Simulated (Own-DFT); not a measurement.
# Vacancy sites, with and without exact exchange: monoclinic HfO2, Hf32O62

All values are computed. Each geometry was run twice at fixed positions with Own-DFT, a retired in-house plane-wave program that no person has reviewed: with PBE, and with HSE06 (exact exchange share 0.25 at short range, screening 0.11 per bohr, Gygi-Baldereschi treatment of its divergence). Both used PseudoDojo norm-conserving files made for PBE, a cutoff of 48 hartree, the Gamma point alone, fixed occupations, a neutral cell and no spin. With Gamma alone and a thickness of 10.1 Å, finite-size errors remain in every number. The hafnium file keeps the 4f electrons in the core, and its forces lie about 75 meV/Å off all-electron values. The oxygen file's force components were 24 meV/Å off all-electron values in a glass.

Cell vectors in Å: (10.234, 0.000, 0.000); (0.000, 10.350, 0.000); (-1.696, 0.000, 10.445). Atoms were moved at random from their ideal sites, and each line below averages several runs of one case and one width of the moves; u² is the mean square move along one axis. E is the PBE energy of the cell and D the HSE06 energy less the PBE one, each over its lowest single run, with the standard error of the mean. Within a case the pair of sites differs from run to run.

- A: two O taken from sites with three and four neighbours, under 3.2 Å apart
- B: two O taken from sites with four and four neighbours, under 3.2 Å apart
- C: two O taken from sites with three and three neighbours, under 3.2 Å apart

```
case  runs   u² (Å²)  E (eV)  error of E  D (eV)  error of D
   A     8  0.000921   0.335       0.088   0.081       0.014
   A     8  0.002598   3.857       0.250   0.269       0.031
   A     8  0.006718  14.632       0.571   0.794       0.064
   B     8  0.000974   0.520       0.066   0.104       0.022
   B     8  0.002545   4.220       0.273   0.269       0.019
   B     8  0.006521  14.446       0.594   0.852       0.063
   C     8  0.000888   0.739       0.109   0.053       0.014
   C     8  0.002534   4.392       0.101   0.239       0.026
   C     8  0.006322  13.816       0.637   0.723       0.055
```

Asked: how do the cases differ under PBE, and what does HSE06 change?

## Solution

Fit E and D each to a + b u², with one a for each case and lines weighted by their errors. Against A, in eV:

| case | PBE | change by HSE06 | HSE06 |
|---|---|---|---|
| B | 0.10 ± 0.10 | 0.007 ± 0.019 | 0.11 ± 0.11 |
| C | 0.40 ± 0.11 | -0.024 ± 0.017 | 0.37 ± 0.12 |

Under PBE, C lies above A by more than three errors. D is known much better than E, because both runs of a geometry share the same random moves. HSE06 moves no case clearly against A. The slope b is 2361 ± 49 eV/Å² for E and 123 ± 6 for D, so at this fixed cell HSE06 makes random moves about 5 % costlier. The vacancies are unrelaxed, and relaxation differs between sites.
